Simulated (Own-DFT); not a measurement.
# Hybrid less PBE against volume: corundum Al2O3, 78 atoms (Al32O46), with two O vacancies

Calculated, not measured. Each geometry was run twice at fixed positions with Own-DFT, a retired in-house plane-wave program that no person has reviewed: with PBE, and with HSE06 (exact exchange share 0.25 at short range, screening 0.11 per bohr, Gygi-Baldereschi treatment of its divergence). Both used PseudoDojo norm-conserving files made for PBE, a cutoff of 48 hartree, the Gamma point alone, fixed occupations, a neutral cell and no spin. With Gamma alone and a thickness of 7.9 Å, finite-size errors remain in every number. The oxygen file's force components were 24 meV/Å off all-electron values in a glass.

Unstrained cell vectors in Å: (5.494, 0.000, 8.660); (-2.747, 4.758, 8.660); (-2.747, -4.758, 8.660), volume V0 = 679.1 Å³, from measured lattice constants. Each geometry has its own random strain of a few per cent, its own defect sites and random moves of rms u per axis. HSE06 gave the energy alone. D is its energy less that of PBE, over the lowest D shown. The PBE stress wasn't checked against mesh or cutoff.

| run | V - V0 (Å³) | u (Å) | P with PBE (GPa) | D (eV) |
|---|---|---|---|---|
| 1 | 9.0 | 0.0299 | 3.79 | 0.973 |
| 2 | -10.1 | 0.0525 | 13.88 | 0.243 |
| 3 | -14.0 | 0.0304 | 13.26 | 0.000 |
| 4 | 26.5 | 0.0328 | -1.83 | 1.677 |
| 5 | -14.1 | 0.0303 | 13.00 | 0.038 |
| 6 | -1.9 | 0.0489 | 9.37 | 0.726 |
| 7 | 5.8 | 0.0283 | 5.16 | 0.816 |
| 8 | 28.3 | 0.0317 | -2.18 | 1.693 |
| 9 | -15.4 | 0.0522 | 14.75 | 0.179 |
| 10 | -15.2 | 0.0528 | 15.45 | 0.158 |
| 11 | -16.4 | 0.0493 | 14.42 | 0.156 |
| 12 | 6.1 | 0.0295 | 5.09 | 0.844 |
| 13 | 18.6 | 0.0300 | 1.03 | ? |

## Analysis

D = 0.51 + 0.0397 (V - V0) + 93 u² eV, with an error of 0.0013 on the volume slope, 24 on the last term and a scatter of 0.06 eV. Pressure is -dE/dV, and 1 eV/Å³ is 160.2 GPa, so HSE06 changes the pressure by -6.4 ± 0.2 GPa. With the ions held to the strained lattice, the PBE pressure falls by 248 ± 8 GPa per unit of volume strain; the shape of the strain isn't fitted, so the true error is larger, and a relaxed crystal would be softer. On that slope HSE06's volume at a given pressure is about 2.6 % smaller, or 0.9 % in lengths. At u = 0 and V0 the PBE pressure is 6.7 GPa, which puts the zero-pressure volume, against the measured cell and with the defects in, at +2.7 % for PBE and +0.1 % for HSE06, each good to a few tenths of a per cent.

## Prediction

The question: what D should run 13 give?

The fit gives 1.33 eV, with rows scattering by 0.06. Computed: 1.321 eV.
